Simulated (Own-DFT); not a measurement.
## Calculated data, Hf$_{32}$O$_{63}$ (monoclinic hafnia with one vacancy, atoms displaced)

A calculation, not a measurement: plane-wave density functional theory by an unreviewed code, no spin, of a simulated periodic cell, stress positive in tension, run twice, with PBE and with PBEsol, both on files made for PBE, so the change isn't that of files made for PBEsol, defect cell not probed for a lower state with spin; hafnium file: forces about 75 meV/angstrom off all-electron values; oxygen file: force components 24 meV/angstrom off all-electron in one glass; forces on such cells passed a denser k mesh, this cell's mesh not checked; the far tail of each file's local potential was reset to the Coulomb form; each entry is a single point on an unrelaxed cell, so the pressure reflects the starting lattice, mostly measured values (interpolated for alloys), from which strain is counted, and rises with the displacements; printed positions are rounded, which can move forces by about a meV/angstrom; the program, named Own-DFT, is a retired in-house code; no spin-orbit coupling; stress was not checked against mesh or cutoff. Program: Own-DFT development build.

## Hf$_{32}$O$_{63}$ (monoclinic hafnia with one vacancy, atoms displaced)

```cif
# cell vector a (Å): 10.2340 0.0000 0.0000
# cell vector b (Å): 0.0000 10.3500 0.0000
# cell vector c (Å): -1.6955 0.0000 10.4453
data_Hf32O63
_symmetry_space_group_name_H-M 'P 1'
_symmetry_Int_Tables_number 1
_cell_length_a 10.2340
_cell_length_b 10.3500
_cell_length_c 10.5820
_cell_angle_alpha 90.000
_cell_angle_beta 99.220
_cell_angle_gamma 90.000
_cell_volume 1106.39
loop_
_atom_site_label
_atom_site_type_symbol
_atom_site_fract_x
_atom_site_fract_y
_atom_site_fract_z
_atom_site_occupancy
Hf1 Hf 0.13957 0.02304 0.10449 1
Hf2 Hf 0.36163 0.26901 0.14669 1
Hf3 Hf 0.36412 0.47767 0.39306 1
Hf4 Hf 0.14343 0.23271 0.35434 1
O1 O 0.03536 0.16838 0.17785 1
O2 O 0.46864 0.41507 0.07712 1
O3 O 0.46044 0.33727 0.32706 1
O4 O 0.03521 0.09300 0.42208 1
O5 O 0.22372 0.38090 0.24176 1
O6 O 0.27243 0.13312 0.00917 1
O7 O 0.28055 0.11731 0.26268 1
O8 O 0.22554 0.37014 0.48825 1
Hf5 Hf 0.13737 0.02059 0.60719 1
Hf6 Hf 0.36101 0.27132 0.64518 1
Hf7 Hf 0.35969 0.47980 0.89998 1
Hf8 Hf 0.14239 0.23014 0.84901 1
O9 O 0.03871 0.16957 0.67523 1
O10 O 0.46133 0.42170 0.57559 1
O11 O 0.46668 0.33277 0.82472 1
O12 O 0.03595 0.09078 0.92418 1
O13 O 0.22881 0.37994 0.74286 1
O14 O 0.27175 0.12716 0.51177 1
O15 O 0.27737 0.11577 0.75890 1
O16 O 0.22037 0.36856 0.98641 1
Hf9 Hf 0.13929 0.51843 0.11007 1
Hf10 Hf 0.36386 0.76909 0.14410 1
Hf11 Hf 0.36350 0.97938 0.39481 1
Hf12 Hf 0.13929 0.73279 0.35268 1
O17 O 0.03745 0.66521 0.17253 1
O18 O 0.46660 0.91739 0.07953 1
O19 O 0.46274 0.83370 0.32098 1
O20 O 0.03722 0.59023 0.42831 1
O21 O 0.22414 0.87964 0.24312 1
O22 O 0.28087 0.62383 0.00769 1
O23 O 0.27674 0.62082 0.25752 1
O24 O 0.22737 0.87369 0.49040 1
Hf13 Hf 0.13632 0.51884 0.60397 1
Hf14 Hf 0.36312 0.77112 0.64837 1
Hf15 Hf 0.36553 0.98026 0.89712 1
Hf16 Hf 0.14202 0.72770 0.85988 1
O25 O 0.03580 0.66280 0.66987 1
O26 O 0.45810 0.91372 0.57574 1
O27 O 0.46137 0.83731 0.82240 1
O28 O 0.03994 0.58106 0.92468 1
O29 O 0.22073 0.88265 0.74490 1
O30 O 0.27766 0.62838 0.51405 1
O31 O 0.27274 0.61506 0.75745 1
O32 O 0.22608 0.87436 0.98901 1
Hf17 Hf 0.63666 0.01897 0.10514 1
Hf18 Hf 0.86639 0.26559 0.14361 1
Hf19 Hf 0.86178 0.47867 0.39433 1
Hf20 Hf 0.64106 0.22848 0.36077 1
O33 O 0.53901 0.16647 0.17482 1
O34 O 0.95932 0.41243 0.07265 1
O35 O 0.96242 0.32942 0.33104 1
O36 O 0.54140 0.08327 0.42390 1
O37 O 0.72768 0.37637 0.23973 1
O38 O 0.77916 0.12803 0.01445 1
O39 O 0.77497 0.12113 0.25935 1
O40 O 0.72267 0.37419 0.48606 1
Hf21 Hf 0.63817 0.01689 0.60354 1
Hf22 Hf 0.86147 0.26932 0.64815 1
Hf23 Hf 0.86622 0.48226 0.89895 1
Hf24 Hf 0.63543 0.22658 0.85729 1
O41 O 0.53754 0.16565 0.67605 1
O42 O 0.96014 0.41743 0.57738 1
O43 O 0.96465 0.33123 0.82311 1
O44 O 0.53550 0.07795 0.92461 1
O45 O 0.72513 0.38163 0.74207 1
O46 O 0.77672 0.12175 0.51302 1
O47 O 0.77394 0.12044 0.76387 1
O48 O 0.73041 0.37451 0.99322 1
Hf25 Hf 0.63360 0.51830 0.10324 1
Hf26 Hf 0.86313 0.77396 0.14520 1
Hf27 Hf 0.86679 0.98084 0.39775 1
Hf28 Hf 0.63740 0.73220 0.35402 1
O49 O 0.53771 0.65786 0.17311 1
O50 O 0.96438 0.91415 0.08230 1
O51 O 0.53723 0.58412 0.42433 1
O52 O 0.72584 0.88049 0.23963 1
O53 O 0.77686 0.62886 0.00850 1
O54 O 0.77535 0.61753 0.25898 1
O55 O 0.72475 0.86482 0.49069 1
Hf29 Hf 0.63342 0.52186 0.59963 1
Hf30 Hf 0.85960 0.77055 0.64700 1
Hf31 Hf 0.86716 0.98539 0.89748 1
Hf32 Hf 0.63970 0.72904 0.85791 1
O56 O 0.53795 0.66365 0.67131 1
O57 O 0.96143 0.91413 0.57728 1
O58 O 0.96081 0.83139 0.82739 1
O59 O 0.54000 0.58648 0.92780 1
O60 O 0.72383 0.87828 0.74209 1
O61 O 0.77481 0.63004 0.51304 1
O62 O 0.76809 0.62366 0.75439 1
O63 O 0.72394 0.87169 0.98638 1
```

It was run with functional PBE, then PBEsol, potential files PseudoDojo norm-conserving, scalar-relativistic, standard set, wave cutoff 72 hartree, occupations Fermi-Dirac, smearing width 0.1 eV and k mesh 2 x 2 x 2 centred on Gamma.

It finds PBE pressure 4.04 GPa; PBE stress xx -4 GPa; PBE stress yy -3.88 GPa; PBE stress zz -4.24 GPa; PBE stress yz 0.17 GPa; PBE stress xz -0.51 GPa; PBE stress xy -0.8 GPa; PBEsol pressure -2.34 GPa; PBEsol stress xx 2.38 GPa; PBEsol stress yy 2.47 GPa; PBEsol stress zz 2.19 GPa; PBEsol stress yz 0.14 GPa; PBEsol stress xz -0.16 GPa; PBEsol stress xy -0.72 GPa; rms change of force components from PBE to PBEsol 0.045 eV/Å.

Force:
```tsv
force element	PBE force x (eV/Å)	PBE force y (eV/Å)	PBE force z (eV/Å)	PBEsol force x (eV/Å)	PBEsol force y (eV/Å)	PBEsol force z (eV/Å)
Hf	-0.495	-0.198	0.353	-0.473	-0.143	0.324
Hf	0.839	0.137	-0.198	0.819	0.178	-0.167
Hf	-0.601	1.516	1.157	-0.586	1.421	1.161
Hf	-1.126	-0.283	0.562	-1.107	-0.313	0.539
O	1.401	-0.985	-0.631	1.37	-0.94	-0.576
O	-1.459	-1.037	-0.024	-1.432	-0.984	-0.067
O	1.182	-1.376	-0.242	1.129	-1.345	-0.28
O	-0.814	-1.395	0.421	-0.802	-1.382	0.448
O	-0.016	-0.514	-0.514	0.045	-0.506	-0.496
O	0.534	-0.473	0.384	0.451	-0.465	0.381
O	-0.168	0.849	-0.651	-0.226	0.832	-0.635
O	-0.099	0.038	0.175	-0.03	0.03	0.163
Hf	0.144	-0.303	-0.504	0.17	-0.235	-0.494
Hf	0.741	0.135	0.058	0.718	0.182	0.09
Hf	0.935	-0.289	-1.11	0.884	-0.318	-1.058
Hf	-0.654	0.395	0.556	-0.641	0.349	0.528
O	-0.196	-0.576	-0.728	-0.177	-0.553	-0.655
O	-0.367	-1.06	0.201	-0.366	-1.017	0.134
O	-0.351	0.264	0.512	-0.349	0.226	0.445
O	-0.255	-0.716	0.385	-0.244	-0.724	0.421
O	-0.168	-0.586	-0.419	-0.101	-0.584	-0.402
O	0.678	0.315	-0.068	0.591	0.304	-0.066
O	0.173	0.74	0.112	0.094	0.726	0.107
O	0.473	0.63	0.911	0.532	0.623	0.878
Hf	-0.639	0.139	-1.133	-0.607	0.19	-1.133
Hf	0.119	-0.116	0.315	0.121	-0.067	0.347
Hf	-0.263	-0.425	0.574	-0.273	-0.472	0.58
Hf	-0.266	-0.343	0.818	-0.079	-0.478	0.794
O	-0.47	0.457	0.24	-0.448	0.464	0.283
O	-0.453	-0.538	0.001	-0.446	-0.509	-0.047
O	0.367	0.034	0.397	0.35	0.015	0.335
O	-0.371	-0.223	-0.926	-0.332	-0.238	-0.854
O	0.096	-0.022	-0.771	0.16	-0.035	-0.74
O	-0.354	0.698	0.73	-0.401	0.669	0.703
O	0.078	0.116	0.059	0.002	0.118	0.056
O	-0.802	-0.222	-0.264	-0.711	-0.216	-0.269
Hf	0.04	0.705	-0.1	0.038	0.763	-0.114
Hf	-0.479	-0.967	-0.506	-0.457	-0.893	-0.48
Hf	-0.793	-0.339	-0.49	-0.774	-0.385	-0.467
Hf	-0.789	0.132	-1.796	-0.758	0.08	-1.779
O	-0.417	0.761	0.945	-0.391	0.742	0.957
O	1.535	0.909	-0.155	1.481	0.896	-0.198
O	0.583	-0.463	0.75	0.548	-0.458	0.685
O	0.131	0.229	0.163	0.135	0.211	0.214
O	0.021	-0.666	-0.418	0.086	-0.643	-0.409
O	0.061	0.131	-0.475	-0.005	0.127	-0.453
O	0.24	0.706	0.985	0.161	0.684	0.969
O	-0.227	-0.537	0.648	-0.158	-0.527	0.628
Hf	0.979	0.375	0.404	0.955	0.411	0.368
Hf	-1.717	1.17	0.9	-1.689	1.191	0.901
Hf	-0.014	0.336	-0.05	-0.04	0.264	-0.023
Hf	0.662	0.652	-1.468	0.666	0.588	-1.459
O	-1.019	0.413	-0.125	-0.989	0.41	-0.076
O	2	0.808	0.89	1.935	0.805	0.815
O	0.812	0.263	-0.047	0.788	0.242	-0.096
O	-1.137	-0.579	-0.024	-1.095	-0.576	0.026
O	-0.41	-0.118	0.038	-0.334	-0.118	0.047
O	-0.335	-0.377	-0.555	-0.377	-0.374	-0.536
O	0.056	-0.33	0.8	-0.005	-0.322	0.789
O	-0.172	-0.818	0.279	-0.105	-0.796	0.254
Hf	-0.246	-0.134	0.865	-0.223	-0.073	0.819
Hf	-0.256	0.974	0.116	-0.24	1.013	0.159
Hf	-1.126	-0.453	-1.232	-1.113	-0.503	-1.155
Hf	0.829	1.163	-0.202	0.81	1.091	-0.246
O	-0.348	-0.186	-0.581	-0.331	-0.168	-0.506
O	0.377	-0.279	0.106	0.36	-0.26	0.051
O	0.28	0.281	0.519	0.269	0.248	0.448
O	0.454	0.775	-0.122	0.445	0.737	-0.069
O	-0.01	-0.517	-0.306	0.064	-0.513	-0.301
O	0.128	0.68	0.173	0.061	0.642	0.151
O	0.285	0.007	-0.193	0.221	0.008	-0.179
O	-0.835	-0.953	-0.862	-0.745	-0.924	-0.837
Hf	2.657	-0.474	0.494	2.591	-0.414	0.454
Hf	-0.518	-1.239	0.289	-0.557	-1.205	0.143
Hf	0.146	-0.233	-0.607	0.036	-0.109	-0.468
Hf	0.908	-1.25	0.063	0.895	-1.278	0.049
O	-1.618	1.796	0.37	-1.572	1.768	0.396
O	1.108	1.165	-0.441	1.056	1.133	-0.48
O	-0.482	0.318	-0.991	-0.459	0.289	-0.912
O	0.372	-0.284	0.303	0.421	-0.272	0.284
O	0.362	0.301	0.233	0.295	0.296	0.222
O	0.036	0.64	0.267	-0.037	0.615	0.263
O	-0.277	1.034	-0.174	-0.212	1.015	-0.165
Hf	1.286	-0.133	1.3	1.257	-0.062	1.246
Hf	0.068	-1.195	0.106	0.043	-1.135	0.121
Hf	-0.75	-1.178	-0.34	-0.748	-1.19	-0.313
Hf	0.543	-0.087	-0.988	0.56	-0.136	-0.989
O	-1.486	1.212	0.437	-1.44	1.192	0.464
O	0.966	0.934	-0.428	0.925	0.947	-0.47
O	0.841	0.091	0.695	0.809	0.084	0.625
O	-1.431	-0.445	-0.708	-1.377	-0.448	-0.632
O	-0.15	0.558	-0.546	-0.082	0.535	-0.545
O	0.164	-0.26	-0.691	0.088	-0.255	-0.665
O	0.802	-0.214	1.168	0.712	-0.185	1.133
O	-0.059	0.403	0.572	-0.002	0.391	0.561
```
